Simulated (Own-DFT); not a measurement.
# Computed records: GaP (zincblende, strained, atoms displaced)

Computed with Own-DFT development build. A calculation, not a measurement: plane-wave PBE density functional theory by an unreviewed code, no spin, of a simulated periodic cell, stress positive in tension, free energy of the whole cell less one offset for each atom, forces on such cells passed a denser k mesh, this cell's mesh not checked; offsets are fitted by least squares, one for each functional and potential file, so energies compare only between cells with the same atoms and settings and are not formation energies; the far tail of each file's local potential was reset to the Coulomb form; each entry is a single point on an unrelaxed cell, so the pressure reflects the starting lattice, mostly measured values (interpolated for alloys), from which strain is counted, and rises with the displacements; printed positions are rounded, which can move forces by about a meV/angstrom; the program, named Own-DFT, is a retired in-house code; no spin-orbit coupling; before rounding, a Quantum ESPRESSO 7.3.1 run of the same cell and cutoff gave forces within 1 meV/angstrom rms on each cell, which checks the program and not the settings.

Settings shared by all entries: functional PBE; potential files PseudoDojo norm-conserving, scalar-relativistic, standard set; wave cutoff 42 hartree; occupations Fermi-Dirac; smearing width 0.1 eV; k mesh 3 x 3 x 3 centred on Gamma.

(1) GaP (zincblende, strained, atoms displaced)

```
CELL_PARAMETERS angstrom
10.86200 0.00000 0.00000
0.00000 10.86200 0.00000
0.00000 0.00000 10.93610
ATOMIC_POSITIONS crystal
Ga 0.99716 0.99740 0.99962
Ga 0.99576 0.25803 0.25118
Ga 0.25336 0.00509 0.26140
Ga 0.25629 0.24025 0.99059
P 0.13993 0.12129 0.11481
P 0.12811 0.36984 0.36919
P 0.37808 0.11491 0.37231
P 0.36976 0.37001 0.11994
Ga 0.00261 0.99912 0.50875
Ga 0.99012 0.24594 0.74223
Ga 0.25259 0.00298 0.75389
Ga 0.24966 0.26127 0.49422
P 0.13212 0.11766 0.63179
P 0.14124 0.36846 0.87699
P 0.38089 0.12863 0.87386
P 0.37129 0.37256 0.63076
Ga 0.99704 0.49983 0.99026
Ga 0.00741 0.74380 0.24974
Ga 0.25193 0.49331 0.25865
Ga 0.24774 0.74882 0.99162
P 0.11693 0.62417 0.11884
P 0.11938 0.86582 0.37395
P 0.36739 0.62001 0.37832
P 0.38022 0.87745 0.10987
Ga 0.98808 0.49020 0.50417
Ga 0.99579 0.75020 0.74578
Ga 0.24130 0.50431 0.74911
Ga 0.26284 0.76191 0.49062
P 0.12749 0.62271 0.62290
P 0.12083 0.88975 0.87147
P 0.36945 0.62081 0.87790
P 0.37894 0.87534 0.62564
Ga 0.50065 0.99809 0.00867
Ga 0.51077 0.25907 0.25120
Ga 0.75249 0.00047 0.24080
Ga 0.76155 0.25608 0.99566
P 0.63333 0.12904 0.11924
P 0.62715 0.37753 0.39293
P 0.86708 0.12864 0.37275
P 0.86755 0.39078 0.13189
Ga 0.49858 0.99665 0.50438
Ga 0.50675 0.26052 0.75281
Ga 0.75388 0.00158 0.75134
Ga 0.75284 0.25064 0.49661
P 0.61625 0.11380 0.61785
P 0.63648 0.37418 0.87911
P 0.87420 0.11366 0.87860
P 0.87081 0.38595 0.61888
Ga 0.49000 0.50312 0.99845
Ga 0.50611 0.74807 0.23534
Ga 0.74188 0.51048 0.25815
Ga 0.73646 0.76585 0.99076
P 0.61783 0.61564 0.12803
P 0.62778 0.87974 0.36883
P 0.86848 0.62131 0.37346
P 0.88138 0.87539 0.12979
Ga 0.49890 0.49961 0.49325
Ga 0.48775 0.76051 0.74861
Ga 0.75202 0.49441 0.75006
Ga 0.76421 0.74255 0.49258
P 0.62038 0.62392 0.63456
P 0.62638 0.89867 0.87655
P 0.87926 0.62202 0.87949
P 0.86932 0.87179 0.62384
```

```
free energy of cell above offsets : -29.939 eV
pressure                          : 4.25 GPa
stress xx                         : -4.46 GPa
stress yy                         : -4.35 GPa
stress zz                         : -3.95 GPa
stress yz                         : 0.1 GPa
stress xz                         : -0.44 GPa
stress xy                         : 0.4 GPa
```

Force:
```
element  x (eV/Å)  y (eV/Å)  z (eV/Å)
     Ga     0.778     0.269     0.992
     Ga     0.092    -0.987    -1.037
     Ga    -0.992    -1.465     -1.83
     Ga     0.066     0.403     0.841
      P    -1.812     0.021     1.284
      P    -1.366     0.711      0.86
      P     0.886     2.141     1.081
      P     0.596     0.193     0.717
     Ga    -0.353     0.073    -0.651
     Ga     0.975      0.11     0.686
     Ga     0.759    -0.138     0.161
     Ga     0.609    -1.881     0.849
      P    -0.709     1.493    -1.378
      P    -2.499     0.446    -0.649
      P     1.056    -0.808    -0.472
      P     0.341     0.837    -0.579
     Ga     1.031    -1.109     0.964
     Ga    -1.044    -0.276     -0.27
     Ga    -0.343     0.663    -1.734
     Ga    -0.703     0.676     0.503
      P     1.381    -0.487     0.304
      P     0.681     1.443     0.409
      P     1.343      0.76    -0.945
      P    -1.636    -1.282     2.101
     Ga      2.59     1.835    -1.824
     Ga      0.65    -0.145     0.363
     Ga     0.726    -0.593     0.037
     Ga    -1.105    -0.933     0.821
      P    -0.694     0.866    -0.861
      P     0.273    -2.041    -0.232
      P     0.213     0.843     -1.23
      P    -1.397     0.874    -0.348
     Ga     0.524     2.078     -0.84
     Ga    -0.383    -0.678    -0.229
     Ga    -0.223     0.249     0.484
     Ga      0.01    -0.564     0.906
      P    -0.399     0.452     0.325
      P    -0.012    -0.034    -2.064
      P     1.432    -0.604     0.015
      P     0.705    -0.847    -0.558
     Ga    -0.073    -0.636    -1.526
     Ga    -0.018    -1.044    -0.395
     Ga    -0.432      0.22    -1.298
     Ga    -0.427    -0.754     1.119
      P     1.771     2.113     1.481
      P     -1.18     0.586    -0.187
      P     0.284     1.805    -0.529
      P     -0.88    -2.803     1.533
     Ga     0.781    -0.991     0.344
     Ga    -1.084     0.827     1.307
     Ga    -0.519    -1.224    -0.214
     Ga     1.216    -1.466     1.172
      P     0.723     0.689    -1.521
      P    -0.083    -0.977     0.316
      P     2.253    -0.236    -0.356
      P    -0.501    -0.651    -0.524
     Ga    -0.732     0.584     1.969
     Ga      1.71    -1.373      1.47
     Ga    -0.337     1.357     0.499
     Ga     -2.49     1.144     1.177
      P     0.264     0.432    -0.878
      P    -1.168    -1.716    -0.817
      P    -1.492     1.306    -1.169
      P      0.37     0.245     0.052
```

(2) GaP (zincblende, strained, atoms displaced)

```
CELL_PARAMETERS angstrom
10.86200 0.00000 0.00000
0.00000 10.86200 0.00000
0.00000 0.00000 10.93610
ATOMIC_POSITIONS crystal
Ga 0.98999 0.01211 0.00668
Ga 0.98635 0.24424 0.25523
Ga 0.25521 0.00541 0.25395
Ga 0.25651 0.26340 0.00570
P 0.13070 0.13742 0.12333
P 0.11859 0.37515 0.37001
P 0.35792 0.12221 0.37679
P 0.36869 0.37466 0.12922
Ga 0.00846 0.99971 0.50363
Ga 0.00301 0.24355 0.75706
Ga 0.25846 0.00642 0.75542
Ga 0.26096 0.26110 0.49384
P 0.11802 0.11537 0.62187
P 0.11903 0.37664 0.87972
P 0.37169 0.13709 0.86717
P 0.38057 0.37258 0.62195
Ga 0.99268 0.48653 0.99644
Ga 0.99858 0.75371 0.24958
Ga 0.24253 0.50685 0.24184
Ga 0.25272 0.75814 0.99161
P 0.12825 0.62050 0.12750
P 0.13382 0.86728 0.37224
P 0.37960 0.62718 0.37309
P 0.36699 0.88567 0.12206
Ga 0.00727 0.49331 0.50823
Ga 0.00727 0.74924 0.75860
Ga 0.24687 0.50969 0.73950
Ga 0.25226 0.74599 0.49090
P 0.12611 0.62666 0.63338
P 0.12880 0.88059 0.87456
P 0.36979 0.62909 0.88296
P 0.37520 0.88024 0.62859
Ga 0.50322 0.99868 0.00667
Ga 0.50169 0.25296 0.23560
Ga 0.74414 0.00868 0.25533
Ga 0.75419 0.24169 0.00056
P 0.61299 0.12436 0.13018
P 0.62628 0.37266 0.38171
P 0.87489 0.13067 0.36641
P 0.87772 0.37142 0.12726
Ga 0.50585 0.00173 0.50428
Ga 0.50043 0.24205 0.74325
Ga 0.75031 0.99657 0.74154
Ga 0.74966 0.25499 0.49294
P 0.62978 0.11976 0.62963
P 0.61305 0.37485 0.88082
P 0.87885 0.12622 0.87921
P 0.87824 0.36588 0.61443
Ga 0.50467 0.49764 0.99259
Ga 0.50730 0.75385 0.25409
Ga 0.75263 0.50014 0.24925
Ga 0.75860 0.74418 0.00460
P 0.63616 0.61376 0.12551
P 0.61670 0.87198 0.36734
P 0.87510 0.64051 0.37655
P 0.87530 0.85907 0.12744
Ga 0.49418 0.49870 0.51091
Ga 0.51298 0.75284 0.76131
Ga 0.75175 0.48312 0.75015
Ga 0.74613 0.74429 0.51349
P 0.62550 0.62778 0.61388
P 0.63851 0.86743 0.87759
P 0.88069 0.62892 0.88061
P 0.86733 0.86248 0.63218
```

```
free energy of cell above offsets : -29.126 eV
pressure                          : 4.68 GPa
stress xx                         : -4.84 GPa
stress yy                         : -4.94 GPa
stress zz                         : -4.26 GPa
stress yz                         : -0.57 GPa
stress xz                         : -0.54 GPa
stress xy                         : -0.17 GPa
```

Force:
```
element  x (eV/Å)  y (eV/Å)  z (eV/Å)
     Ga     1.439    -1.535     0.763
     Ga     2.528     1.397    -1.683
     Ga    -1.728    -0.679    -1.113
     Ga    -0.979    -0.938    -1.419
      P    -0.811    -0.949     0.671
      P     0.628     0.091     0.257
      P     3.232      0.98     0.584
      P     1.409     1.571     0.019
     Ga    -1.583    -1.651     -1.37
     Ga     0.218     0.304    -0.981
     Ga    -1.029    -0.556    -0.872
     Ga    -1.967    -0.497     0.039
      P     1.906     2.044     1.351
      P     1.451     -0.25    -1.322
      P     0.542     -0.47      1.73
      P    -0.881     0.134     1.299
     Ga      0.33     1.598     0.796
     Ga     1.278    -0.859      0.38
     Ga     1.103    -0.928     1.772
     Ga    -0.863    -0.144     1.407
      P    -1.573     1.502    -1.914
      P    -1.076     1.214    -0.223
      P     -0.11    -0.984    -0.218
      P     0.955    -1.206     0.342
     Ga    -0.381     1.211    -0.878
     Ga    -0.365     0.387    -0.027
     Ga     1.139    -1.541     1.904
     Ga     0.384     0.134     1.463
      P    -0.647     0.818    -1.999
      P    -0.721     0.751     0.286
      P     1.241    -0.773    -1.327
      P     0.522    -0.877    -0.032
     Ga    -0.464    -0.213    -1.545
     Ga    -1.091     0.508     2.479
     Ga      0.12    -1.335    -0.556
     Ga    -1.054     0.797     0.552
      P     2.076     -0.31    -1.115
      P    -1.154     0.848    -1.324
      P    -1.004     -2.15      2.45
      P    -0.988    -0.145     0.019
     Ga    -1.099    -0.314    -0.711
     Ga     0.339     0.771     0.389
     Ga     0.639    -0.171     1.552
     Ga     0.148    -1.299     0.553
      P     0.149     1.026    -1.196
      P     1.902    -1.822    -1.597
      P    -1.351    -0.453    -1.232
      P     0.067     0.061     1.715
     Ga    -1.555     1.244     1.804
     Ga    -1.403    -1.267    -2.139
     Ga      0.77    -0.378     1.309
     Ga    -0.736    -0.437    -0.195
      P    -1.631     1.187    -0.526
      P     1.979     1.554     2.251
      P     0.022    -1.804     0.568
      P    -0.291     3.099    -0.042
     Ga       0.8     0.697    -1.706
     Ga    -1.365    -0.619    -1.157
     Ga     0.009     1.206    -0.168
     Ga     0.704     1.284    -2.525
      P    -1.175    -1.769     2.845
      P    -0.296     1.373     0.893
      P    -0.314    -1.454    -0.836
      P     1.658     0.987    -0.491
```
